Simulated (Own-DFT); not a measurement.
# How strain changes the stress of wurtzite GaN, 96 atoms (Ga48N48)

Calculated results; nothing here was measured. They come from Own-DFT, an in-house plane-wave density functional program, since retired, whose code no person has reviewed. Each row is one single-point run on a periodic cell that was not relaxed, without spin or spin-orbit coupling.

Settings of every run: PBE; PseudoDojo norm-conserving scalar-relativistic files (stringent for Ga); cutoff 96 hartree; 3 x 4 x 3 k mesh centred on Gamma; Gaussian smearing of 0.01 eV.

Known limits: forces on such cells passed a denser k mesh, each cell not checked; stress not checked against mesh or cutoff.

Unstrained cell vectors in Å: (12.756, 0.000, 0.000); (-4.783, 8.285, 0.000); (0.000, 0.000, 10.370). The unstrained cell has measured lattice constants (interpolated for alloys), not those of this functional. That, the random moves and any unrelaxed bonds set the pressure at no strain. Each run strains this cell uniformly, with the atoms carried along. Every atom was also moved at random, by a Gaussian of width 0.05 Å on each axis. Strain is the symmetric tensor, in per cent. Stress is positive in tension, and the pressure is minus a third of its trace.

```
run,e_xx (%),e_yy (%),e_zz (%),e_yz (%),e_xz (%),e_xy (%),s_xx (GPa),s_yy (GPa),s_zz (GPa),s_yz (GPa),s_xz (GPa),s_xy (GPa),P (GPa),E (meV/atom)
1,1.86,-1.67,-1.49,0.82,0.50,1.23,-1.88,-13.56,-14.90,1.89,0.35,3.17,10.12,29.5
2,1.96,0.81,0.13,1.77,-1.18,0.15,1.74,-2.30,-5.56,3.90,-2.50,0.68,2.04,8.2
3,-1.95,-0.41,-1.28,-0.53,0.90,1.18,-16.92,-13.50,-15.96,-0.79,1.93,4.64,15.46,48.9
4,0.73,-1.78,1.38,-0.25,-1.64,-1.44,-5.58,-12.18,-2.07,-0.98,-3.67,-5.32,6.61,7.3
5,0.44,1.09,-0.38,-0.71,0.02,-0.76,-4.07,-2.11,-8.49,-2.33,-0.62,-2.14,4.89,0.0
6,-0.18,1.19,-1.60,1.99,-0.89,0.41,-7.38,-4.17,-15.46,4.28,-2.18,1.39,9.00,31.2
7,-0.96,1.47,0.72,1.07,-1.83,1.04,-9.60,-1.88,-3.73,2.31,-3.08,3.53,5.07,13.7
8,1.95,1.12,-0.29,0.66,-0.73,0.88,1.51,0.18,-8.14,1.38,-1.53,3.72,2.15,3.3
9,1.04,0.10,-0.05,-1.49,-1.54,-1.84,-2.57,-6.61,-6.71,-3.47,-2.81,-5.09,5.30,20.1
10,-1.76,-1.78,-0.81,-1.57,0.93,1.31,-17.78,-18.82,-14.50,-3.82,2.09,5.42,17.03,53.5
11,-1.54,1.01,0.63,-1.33,0.11,1.24,-12.00,-4.67,-3.97,-2.95,0.54,3.20,6.88,8.1
12,1.32,-1.12,-1.17,-1.81,-0.58,-1.33,-3.43,-13.56,-12.84,-4.20,-1.20,-4.88,9.94,34.9
13,1.08,-1.09,1.05,0.64,1.27,1.89,-3.04,-8.90,-4.76,1.47,2.63,4.67,5.56,22.1
14,0.60,1.49,-1.86,-0.66,1.15,-0.67,-4.29,-2.18,-15.01,-1.33,3.11,-1.73,7.16,23.4
15,0.28,-1.32,0.90,0.56,1.29,-1.05,-5.78,-12.62,-4.62,1.40,2.69,-3.55,7.68,17.2
16,-0.18,0.40,1.55,-1.74,-0.64,1.45,-6.61,-4.03,-1.00,-3.54,-1.99,3.22,3.88,7.5
17,1.05,-0.23,-1.30,0.78,-1.25,1.24,?,?,?,?,?,?,?,?
```

E is the free energy for each atom above the lowest run shown.

## Worked fit

Each stress component was fitted by least squares to a constant and the strains of the runs shown, as fractions, with shears doubled. Shear strains stay in the fit of a normal stress only where such slopes are resolved. The slopes, in GPa:

| stress | at no strain | per e_xx | per e_yy | per e_zz | scatter |
|---|---|---|---|---|---|
| s_xx | -7.2 | 427 ± 10 | 106 ± 10 | 65 ± 11 | 0.48 |
| s_yy | -7.6 | 134 ± 15 | 440 ± 15 | 120 ± 17 | 0.74 |
| s_zz | -8.0 | 57 ± 15 | 80 ± 16 | 468 ± 18 | 0.77 |

Each shear stress against twice its own strain: yz 111 ± 4, xz 106 ± 7, xy 151 ± 10 GPa. These are stiffnesses along x, y and z of the frame in which the cell vectors are given, which need not be the crystal's axes. The atoms are held to the strained lattice; where symmetry lets them move under strain, relaxing them would lower some slopes. The table should be nearly symmetric about its diagonal, and what it lacks of that shows the noise. A ninth of its sum, 211 ± 4 GPa, estimates the bulk modulus near the mean pressure of these runs, 7.4 GPa, so it lies above the value at zero pressure.

## Withheld run

Question: what normal stresses and pressure should run 17 give?

The fit gives s_xx = -3.8, s_yy = -8.8, s_zz = -13.7 and P = 8.8 GPa. The calculation gave -4.97, -6.13, -12.73 and P = 7.94 GPa. This run lies off the fit, by chance or by something that the fit leaves out.
